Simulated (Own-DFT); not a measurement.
# Which defects push the lattice out? zincblende GaAs

Source: density functional calculations with Own-DFT, an unreviewed in-house program that is no longer used. Nothing was measured or relaxed, and spin and spin-orbit coupling are left out.

Method: PBE; PseudoDojo norm-conserving scalar-relativistic files; cutoff 42 hartree; 3 x 3 x 3 k mesh centred on Gamma; Fermi-Dirac smearing of 0.1 eV.

Keep in mind (not all hold for every row): not probed for a lower state with spin; forces not confirmed at this smearing and k mesh; stress not checked against mesh or cutoff.

All runs share one cell, with vectors in Å (11.737, 0.000, 0.000); (0.000, 11.737, 0.000); (0.000, 0.000, 10.833) and a volume of 1492.4 Å³, strained against the parent crystal. The atoms are randomly displaced, by u rms on each axis. The defect's site can differ from row to row.

| cell | formula | u (Å) | P (GPa) |
|---|---|---|---|
| no defect | As32Ga32 | 0.0277 | 1.20 |
| no defect | As32Ga32 | 0.0313 | 1.26 |
| no defect | As32Ga32 | 0.0491 | 1.51 |
| one Al on a Ga site | AlAs32Ga31 | 0.0302 | 1.23 |
| one Al on a Ga site | AlAs32Ga31 | 0.0314 | 1.28 |
| one Al on a Ga site | AlAs32Ga31 | 0.0496 | ? |
| one Al on a Ga site | AlAs32Ga31 | 0.0532 | 1.62 |
| one As vacancy and one Ga vacancy | As31Ga31 | 0.0296 | 0.92 |
| one As vacancy and one Ga vacancy | As31Ga31 | 0.0299 | 0.87 |
| one As vacancy and one Ga vacancy | As31Ga31 | 0.0473 | 1.25 |

## Fit

P = P0 + c u² + a shift for each defect gives P0 = 1.03 GPa, c = 209 ± 16 GPa/Å² and a scatter of 0.04 GPa. The shifts, and each times the cell's volume:

- one Al on a Ga site: 0.01 ± 0.03 GPa, 0.1 eV (not resolved)
- one As vacancy and one Ga vacancy: -0.30 ± 0.03 GPa, -2.8 eV

Positive is outwards. The product with the volume (160.2 GPa Å³ to the eV) is nearly free of the cell's size; divided by the bulk modulus at the cell's pressure it gives the volume that the defect adds. The atoms around the defects weren't relaxed, which would change these numbers.

## The run left out

The question: what pressure belongs in the blank (one Al on a Ga site, u = 0.0496 Å)?

The fitted form gives 1.56 ± 0.05 GPa. The hidden result is 1.55 GPa.
